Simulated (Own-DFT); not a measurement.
# Strain and stress in wurtzite GaN, 72 atoms (Ga36N36)

All numbers below are calculated, not measured. The program, named Own-DFT, is a retired in-house plane-wave density functional code that no person has reviewed. Each row is one single-point run on a periodic cell that was not relaxed, without spin or spin-orbit coupling.

Settings of every run: PBE; PseudoDojo norm-conserving scalar-relativistic files (stringent for Ga); cutoff 96 hartree; 4 x 4 x 3 k mesh centred on Gamma; Gaussian smearing of 0.01 eV.

Known limits: forces not confirmed at this smearing and k mesh; stress not checked against mesh or cutoff.

Unstrained cell vectors in Å: (9.567, 0.000, 0.000); (-4.783, 8.285, 0.000); (0.000, 0.000, 10.370). The unstrained cell has measured lattice constants (interpolated for alloys), not those of this functional. That, the random moves and any unrelaxed bonds set the pressure at no strain. Each run strains this cell uniformly, with the atoms carried along. Every atom was also moved at random, by a Gaussian of width 0.05 Å on each axis. Strain is the symmetric tensor, in per cent. Stress is positive in tension, and the pressure is minus a third of its trace.

| run | e_xx (%) | e_yy (%) | e_zz (%) | e_yz (%) | e_xz (%) | e_xy (%) | s_xx (GPa) | s_yy (GPa) | s_zz (GPa) | s_yz (GPa) | s_xz (GPa) | s_xy (GPa) | P (GPa) | E (meV/atom) |
|---|---|---|---|---|---|---|---|---|---|---|---|---|---|---|
| 1 | 1.34 | 1.23 | -0.50 | -1.45 | -0.76 | -1.54 | -1.08 | -3.21 | -7.17 | -3.76 | -2.07 | -4.45 | 3.82 | 16.0 |
| 2 | -1.00 | -0.20 | -0.53 | 1.62 | 1.44 | -1.09 | -10.45 | -9.64 | -11.34 | 3.16 | 2.52 | -1.76 | 10.48 | 12.9 |
| 3 | -1.46 | -1.63 | 0.34 | -1.93 | 1.09 | -0.72 | -15.16 | -16.50 | -8.11 | -3.58 | 2.54 | -2.43 | 13.26 | 30.8 |
| 4 | -1.38 | -0.22 | 0.00 | 0.40 | 0.77 | -1.05 | -12.07 | -10.80 | -7.64 | 0.92 | 1.48 | -2.83 | 10.17 | 5.1 |
| 5 | -1.20 | -1.65 | -1.10 | -1.59 | -1.36 | 0.52 | -15.73 | -17.05 | -15.37 | -4.26 | -3.25 | 2.99 | 16.05 | 41.3 |
| 6 | 0.05 | 1.89 | 1.07 | -1.85 | -0.90 | 0.50 | -5.04 | 2.00 | -2.87 | -2.97 | -1.88 | 2.26 | 1.97 | 7.7 |
| 7 | -0.50 | -0.74 | -0.84 | -0.47 | 1.42 | 1.91 | -11.88 | -11.61 | -13.38 | -1.76 | 4.13 | 7.63 | 12.29 | 37.6 |
| 8 | 0.68 | 1.50 | 0.72 | -1.81 | 1.59 | 0.32 | -3.74 | -0.36 | -3.25 | -3.57 | 4.17 | 1.31 | 2.45 | 19.0 |
| 9 | -1.40 | 0.63 | -1.00 | 1.32 | -0.60 | -0.41 | -11.59 | -5.92 | -15.26 | 2.80 | -0.52 | -1.58 | 10.92 | 18.1 |
| 10 | 1.50 | 1.48 | 1.45 | -0.53 | -1.36 | 1.65 | 0.93 | 0.42 | 1.25 | -0.40 | -2.82 | 3.80 | -0.87 | 1.6 |
| 11 | 0.49 | -1.28 | -0.17 | 0.99 | -1.49 | 0.36 | -6.63 | -11.54 | -10.20 | 1.92 | -1.75 | 1.31 | 9.45 | 24.4 |
| 12 | -1.31 | 0.18 | -1.02 | -0.32 | -1.87 | 0.00 | -14.43 | -8.76 | -11.54 | -1.31 | -4.74 | -0.85 | 11.58 | 12.9 |
| 13 | -0.08 | -1.32 | -1.90 | 1.76 | -1.85 | -1.45 | -11.26 | -13.79 | -17.44 | 4.00 | -3.26 | -4.65 | 14.17 | 35.3 |
| 14 | 1.29 | -1.29 | -1.07 | 0.89 | 0.27 | 0.48 | -3.64 | -11.17 | -12.56 | 1.38 | 0.38 | 1.57 | 9.12 | 5.7 |
| 15 | 0.40 | -1.90 | -1.70 | -1.20 | 0.26 | 1.88 | -7.75 | -17.26 | -17.66 | -2.40 | 0.31 | 4.04 | 14.22 | 35.0 |
| 16 | 1.86 | 0.62 | 0.95 | 0.81 | 0.76 | -1.63 | 0.54 | -2.26 | -1.37 | 1.80 | 2.49 | -4.23 | 1.03 | 0.0 |
| 17 | 1.42 | -1.16 | 0.62 | 0.07 | -1.01 | 0.44 | ? | ? | ? | ? | ? | ? | ? | ? |

E is the free energy for each atom above the lowest run shown.

## Worked fit

Each stress component was fitted by least squares to a constant and the strains of the runs shown, as fractions, with shears doubled. Shear strains stay in the fit of a normal stress only where such slopes are resolved. The slopes, in GPa:

```
stress  at no strain  per e_xx  per e_yy  per e_zz  scatter
  s_xx          -7.5  396 ± 26  105 ± 29   50 ± 38     1.08
  s_yy          -7.7  102 ± 23  423 ± 27   54 ± 34     0.98
  s_zz          -7.9   75 ± 28   70 ± 32  467 ± 41     1.16
```

Each shear stress against twice its own strain: yz 108 ± 6, xz 109 ± 8, xy 146 ± 14 GPa. These are stiffnesses along x, y and z of the frame in which the cell vectors are given, which need not be the crystal's axes. The atoms are held to the strained lattice; where symmetry lets them move under strain, relaxing them would lower some slopes. The table should be nearly symmetric about its diagonal, and what it lacks of that shows the noise. A ninth of its sum, 194 ± 4 GPa, estimates the bulk modulus near the mean pressure of these runs, 8.8 GPa, so it lies above the value at zero pressure.

## Withheld run

Question: what normal stresses and pressure should run 17 give?

The fit gives s_xx = -2.8, s_yy = -10.8, s_zz = -4.8 and P = 6.1 GPa. The calculation gave -1.64, -10.59, -5.76 and P = 6.00 GPa.
